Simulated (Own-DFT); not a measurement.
# What a defect does to the pressure of its cell: zincblende GaP

The numbers are computed, not measured, by runs of the plane-wave DFT program Own-DFT (in-house, retired, unreviewed) at fixed positions, with no spin and no spin-orbit coupling.

Common settings: PBE; PseudoDojo norm-conserving scalar-relativistic files; cutoff 42 hartree; 2 x 3 x 3 k mesh centred on Gamma; Fermi-Dirac smearing of 0.1 eV.

Keep in mind (not all hold for every row): not probed for a lower state with spin; forces on such cells failed a check on a denser k mesh; forces on such cells moved up to 12 meV/angstrom on a denser k mesh; forces on such cells passed a denser k mesh, each cell not checked; stress not checked against mesh or cutoff.

All runs share one cell, with vectors in Å (16.352, 0.000, 0.000); (0.000, 10.901, 0.000); (0.000, 0.000, 10.901) and a volume of 1943.1 Å³. Atoms were moved at random from their sites; u is the rms move along one axis. The defect's site can differ from row to row.

| cell | formula | u (Å) | P (GPa) |
|---|---|---|---|
| no defect | Ga48P48 | 0.0202 | 2.72 |
| no defect | Ga48P48 | 0.0459 | 3.14 |
| no defect | Ga48P48 | 0.0502 | 3.21 |
| two P vacancies | Ga48P46 | 0.0293 | 2.49 |
| two P vacancies | Ga48P46 | 0.0296 | 2.48 |
| two P vacancies | Ga48P46 | 0.0506 | 2.96 |
| one Ga on a P site and one P on a Ga site | Ga48P48 | 0.0295 | 2.92 |
| one Ga on a P site and one P on a Ga site | Ga48P48 | 0.0305 | 2.95 |
| one Ga on a P site and one P on a Ga site | Ga48P48 | 0.0486 | 3.37 |
| one Ga on a P site and one P on a Ga site | Ga48P48 | 0.0490 | ? |
| one P on a Ga site | Ga47P49 | 0.0295 | 2.96 |
| one P on a Ga site | Ga47P49 | 0.0485 | 3.30 |
| one P on a Ga site | Ga47P49 | 0.0505 | 3.37 |
| one Ga on a P site | Ga49P47 | 0.0290 | 3.13 |
| one Ga on a P site | Ga49P47 | 0.0472 | 3.53 |
| one Ga on a P site | Ga49P47 | 0.0523 | 3.59 |

## Analysis

P = P0 + c u² + a shift for each defect gives P0 = 2.59 GPa, c = 259 ± 10 GPa/Å² and a scatter of 0.03 GPa. The shifts, and each times the cell's volume:

- one Ga on a P site: 0.33 ± 0.03 GPa, 4.0 eV
- one Ga on a P site and one P on a Ga site: 0.13 ± 0.03 GPa, 1.6 eV
- one P on a Ga site: 0.12 ± 0.03 GPa, 1.5 eV
- two P vacancies: -0.32 ± 0.03 GPa, -3.8 eV (-1.9 eV for each of its 2 sites)

A positive shift means that the defect pushes the cell outwards. Shift times volume (160.2 GPa Å³ is 1 eV) depends little on the cell's size, so, taken for each site, it can be compared between cells at like pressure. The atoms around the defects weren't relaxed, which would change these numbers.

## Test on the hidden row

Q: what pressure belongs in the blank (one Ga on a P site and one P on a Ga site, u = 0.0490 Å)?

The fit gives 3.34 ± 0.04 GPa. The run itself gave 3.27 GPa.
